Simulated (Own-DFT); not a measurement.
Simulation results for SiSnGe₆ (diamond-structure random alloy, strained, atoms displaced)

A calculation, not a measurement: plane-wave density functional theory by an unreviewed code, no spin, of a simulated periodic cell, stress positive in tension, run twice, with PBE and with PBEsol, both on files made for PBE, so the change isn't that of files made for PBEsol, forces on such cells moved up to 12 meV/angstrom on a denser k mesh; the far tail of each file's local potential was reset to the Coulomb form; each entry is a single point on an unrelaxed cell, so the pressure reflects the starting lattice, mostly measured values (interpolated for alloys), from which strain is counted, and rises with the displacements; printed positions are rounded, which can move forces by about a meV/angstrom; the program, named Own-DFT, is a retired in-house code; no spin-orbit coupling; stress was not checked against mesh or cutoff. Program: Own-DFT development build.

SiSnGe₆ (diamond-structure random alloy, strained, atoms displaced)

```
cell vectors (Å)
  11.2377     0.0000     0.0000
   0.0000    11.2377     0.0000
   0.0000     0.0000    11.4670
atoms (fractions of the cell vectors)
Ge  0.00547  0.99997  0.99684
Ge  0.00020  0.24432  0.25336
Ge  0.24873  0.99200  0.24662
Ge  0.24427  0.25145  0.99580
Ge  0.12028  0.11860  0.12128
Ge  0.12656  0.37008  0.36781
Ge  0.36459  0.12289  0.37093
Si  0.37018  0.37584  0.12166
Si  0.99302  0.00828  0.50192
Ge  0.99583  0.24558  0.74802
Ge  0.25171  0.00664  0.75396
Ge  0.25865  0.25383  0.49525
Ge  0.12689  0.12177  0.62643
Ge  0.12012  0.37870  0.87597
Sn  0.37808  0.12368  0.87866
Si  0.37819  0.37242  0.62459
Ge  0.98864  0.49955  0.99958
Ge  0.00346  0.75103  0.24857
Ge  0.25249  0.49756  0.24317
Ge  0.24579  0.74838  0.00271
Ge  0.12503  0.62631  0.12448
Ge  0.12236  0.87499  0.37398
Ge  0.37191  0.62870  0.37540
Sn  0.38118  0.87138  0.12175
Ge  0.99496  0.50469  0.50804
Ge  0.00159  0.75362  0.74562
Ge  0.24946  0.50331  0.75047
Ge  0.24592  0.75018  0.49153
Ge  0.12796  0.62366  0.62328
Ge  0.12566  0.88205  0.87652
Si  0.37033  0.63149  0.87059
Ge  0.37055  0.87269  0.62422
Ge  0.49685  0.99827  0.99711
Ge  0.50134  0.25151  0.24643
Ge  0.75620  0.99714  0.24884
Ge  0.74886  0.24826  0.00576
Ge  0.62539  0.12538  0.11748
Si  0.63121  0.36627  0.37910
Ge  0.87493  0.13052  0.37123
Si  0.87629  0.37657  0.12981
Ge  0.51344  0.00384  0.50337
Ge  0.50325  0.24662  0.75011
Sn  0.75407  0.00089  0.74963
Ge  0.74618  0.24671  0.49176
Sn  0.61984  0.12322  0.62975
Si  0.62628  0.37865  0.88430
Ge  0.87627  0.12066  0.87349
Sn  0.87322  0.37323  0.62450
Ge  0.50325  0.50267  0.00187
Ge  0.50022  0.74836  0.25641
Ge  0.74932  0.49680  0.24963
Ge  0.74298  0.75331  0.99881
Sn  0.62883  0.62507  0.12542
Ge  0.62658  0.87921  0.37466
Si  0.87458  0.61615  0.38220
Ge  0.87413  0.87031  0.13705
Ge  0.49787  0.49849  0.49509
Ge  0.49929  0.76167  0.75326
Ge  0.74731  0.50429  0.74999
Ge  0.75011  0.74827  0.50335
Sn  0.62523  0.62637  0.61588
Sn  0.62542  0.87428  0.87485
Ge  0.88139  0.61782  0.87926
Ge  0.87031  0.88043  0.62457
```

```
functional                                        : PBE, then PBEsol
potential files                                   : PseudoDojo norm-conserving, scalar-relativistic, standard set
wave cutoff                                       : 49 hartree
occupations                                       : Fermi-Dirac
smearing width                                    : 0.1 eV
k mesh                                            : 3 x 3 x 3 centred on Gamma
PBE pressure                                      : 8.59 GPa
PBE stress xx                                     : -8.98 GPa
PBE stress yy                                     : -9.04 GPa
PBE stress zz                                     : -7.75 GPa
PBE stress yz                                     : 0.19 GPa
PBE stress xz                                     : -0.53 GPa
PBE stress xy                                     : 0.15 GPa
PBEsol pressure                                   : 5.57 GPa
PBEsol stress xx                                  : -5.95 GPa
PBEsol stress yy                                  : -6.02 GPa
PBEsol stress zz                                  : -4.73 GPa
PBEsol stress yz                                  : 0.19 GPa
PBEsol stress xz                                  : -0.5 GPa
PBEsol stress xy                                  : 0.15 GPa
rms change of force components from PBE to PBEsol : 0.047 eV/Å
```

Force:
```tsv
force element	PBE force x (eV/Å)	PBE force y (eV/Å)	PBE force z (eV/Å)	PBEsol force x (eV/Å)	PBEsol force y (eV/Å)	PBEsol force z (eV/Å)
Ge	-1.604	-0.496	0.642	-1.534	-0.466	0.613
Ge	0.19	0.724	-1.406	0.207	0.675	-1.326
Ge	-0.994	1.141	0.608	-0.965	1.112	0.596
Ge	-0.507	0.9	1.531	-0.522	0.846	1.454
Ge	0.737	0.762	0.656	0.708	0.724	0.629
Ge	-0.124	0.975	0.951	-0.109	0.925	0.914
Ge	1.662	-0.328	-0.044	1.605	-0.305	-0.04
Si	0.751	-0.293	-0.359	0.736	-0.289	-0.35
Si	0.625	-0.665	-0.286	0.606	-0.649	-0.275
Ge	1.5	-0.579	1.107	1.45	-0.567	1.078
Ge	-1.022	-1.783	-1.599	-1	-1.733	-1.551
Ge	-0.886	-0.055	0.863	-0.885	-0.093	0.782
Ge	-0.14	0.593	-0.699	-0.113	0.6	-0.624
Ge	-0.253	-0.177	-0.449	-0.248	-0.178	-0.435
Sn	-0.466	1.369	-0.262	-0.456	1.314	-0.266
Si	-0.031	0.423	0.31	-0.031	0.41	0.299
Ge	1.538	-0.854	1.453	1.52	-0.785	1.352
Ge	-0.544	-1.286	1.141	-0.499	-1.21	1.07
Ge	-0.118	0.244	0.377	-0.157	0.276	0.4
Ge	-0.386	-0.65	-1.707	-0.402	-0.6	-1.62
Ge	-0.539	-0.705	-0.137	-0.516	-0.664	-0.128
Ge	-0.756	0.921	0.461	-0.693	0.852	0.399
Ge	0.015	-0.92	-0.426	0.02	-0.881	-0.414
Sn	-0.455	-0.457	0.669	-0.455	-0.44	0.652
Ge	1.729	0.211	-1.906	1.702	0.18	-1.798
Ge	0.063	-0.142	0.496	0.063	-0.138	0.48
Ge	0.642	-0.575	-0.121	0.552	-0.554	-0.129
Ge	0.059	0.062	1.061	0.063	0.053	1.025
Ge	-0.099	0.598	-0.012	-0.109	0.575	-0.01
Ge	0.331	-1.048	-0.625	0.316	-1.001	-0.597
Si	0.625	-0.254	0.486	0.61	-0.238	0.477
Ge	0.186	0.758	-0.399	0.198	0.737	-0.368
Ge	1.944	0.756	1.334	1.893	0.733	1.294
Ge	-0.412	0.109	0.218	-0.398	0.049	0.204
Ge	-0.967	0.958	0.17	-0.932	0.917	0.165
Ge	0.938	0.952	-0.81	0.893	0.854	-0.779
Ge	-0.346	-0.746	1.126	-0.333	-0.716	1.081
Si	-1.296	1.201	-1.31	-1.269	1.175	-1.284
Ge	-0.213	-1.075	0.573	-0.236	-1.009	0.521
Si	-0.135	-0.743	0.032	-0.136	-0.727	0.031
Ge	-3.677	-2.112	-2.44	-3.563	-2.063	-2.37
Ge	-0.655	3.627	1.105	-0.633	3.452	1.071
Sn	1.315	0.028	0.502	1.285	0.022	0.488
Ge	0.287	-0.2	-0.055	0.328	-0.23	-0.017
Sn	0.99	2.229	-1.259	0.958	2.159	-1.232
Si	0.099	-0.342	-0.992	0.101	-0.334	-0.966
Ge	1.126	1.689	1.886	1.106	1.634	1.819
Sn	-0.943	-0.406	0.076	-0.907	-0.388	0.076
Ge	-2.321	-1.065	-1.45	-2.22	-0.998	-1.37
Ge	0.459	0.108	1.243	0.442	0.109	1.201
Ge	1.23	-1.241	1.823	1.162	-1.17	1.737
Ge	3.529	-0.686	0.588	3.417	-0.673	0.585
Sn	-0.42	0.216	0.811	-0.412	0.209	0.783
Ge	0.38	-0.514	0.129	0.369	-0.497	0.137
Si	-0.035	1.096	-0.948	-0.039	1.071	-0.922
Ge	0.364	0.138	-2.116	0.352	0.138	-2.036
Ge	-0.7	-1.594	-0.746	-0.676	-1.479	-0.722
Ge	-2.36	-2.277	-1.369	-2.27	-2.174	-1.36
Ge	-0.142	-0.623	2.133	-0.1	-0.581	2.038
Ge	1.977	1.691	-2.436	1.882	1.674	-2.326
Sn	-1.635	-0.207	1.934	-1.571	-0.193	1.878
Sn	-0.715	0.274	1.106	-0.711	0.265	1.078
Ge	-1.453	1.982	-1.355	-1.411	1.906	-1.312
Ge	2.06	-1.637	-1.877	1.963	-1.624	-1.785
```
